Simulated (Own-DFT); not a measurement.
# Energy and forces against displacement in zincblende GaP, 64 atoms (Ga32P32)

Calculated results; nothing here was measured. They come from Own-DFT, an in-house plane-wave density functional program, since retired, whose code no person has reviewed. Each row is one single-point run on a periodic cell that was not relaxed, without spin or spin-orbit coupling.

Settings of every run: PBE; PseudoDojo norm-conserving scalar-relativistic files; cutoff 42 hartree; 3 x 3 x 3 k mesh centred on Gamma; Fermi-Dirac smearing of 0.1 eV.

Known limits, some of them of some rows only: some atoms lie very close together; forces on such cells passed a denser k mesh, each cell not checked; stress not checked against mesh or cutoff.

Cell vectors in Å: (10.901, 0.000, 0.000); (0.000, 10.901, 0.000); (0.000, 0.000, 10.901). In each run every atom was moved at random and independently from its ideal site; u is the rms move along one axis. E is the free energy for each atom above the fitted value at u = 0, and F the rms of the force components.

| run | u (Å) | E (meV/atom) | F (eV/Å) | largest force (eV/Å) | P (GPa) |
|---|---|---|---|---|---|
| 1 | 0.0183 | 5.7 | 0.250 | 0.79 | 2.69 |
| 2 | 0.0196 | 7.2 | 0.286 | 0.98 | 2.72 |
| 3 | 0.0212 | 7.2 | 0.279 | 0.92 | 2.71 |
| 4 | 0.0481 | 43.8 | 0.736 | 2.46 | 3.29 |
| 5 | 0.0534 | 47.6 | 0.752 | 2.80 | 3.20 |
| 6 | 0.1011 | ? | ? | ? | ? |
| 7 | 0.1080 | 199.5 | 1.536 | 5.46 | 5.26 |
| 8 | 0.1405 | 314.8 | 2.140 | 8.10 | 6.97 |
| 9 | 0.1848 | 589.3 | 3.298 | 20.46 | 11.54 |

## Worked fit

For small independent moves the energy grows as E = (3/2) K u², with K the mean stiffness felt by one atom. The runs with u up to 0.11 Å give K = 11.6 ± 0.4 eV/Å², with residuals divided by u² + 0.0006 Å², since the noise grows with the moves. The scatter is 2.5 meV/atom at u = 0.05 Å. The forces follow F = G u with G = 14.2 eV/Å²; no force at u = 0 is resolved. G exceeds K because the moves of its neighbours add to the force on an atom, and stiffness differs between atoms. At u = 0.185 Å the parabola gives 596 meV/atom and the run 589. The pressure follows P = 2.64 + 225 u² GPa: at fixed volume, shortened bonds push harder than stretched ones pull.

## Withheld run

Question: what energy and rms force should run 6 give?

The fit gives 179 ± 11 meV/atom and about 1.44 eV/Å. The calculation gave 213.2 meV/atom and 1.993 eV/Å. This run lies off the fit, by chance or by something that the fit leaves out.
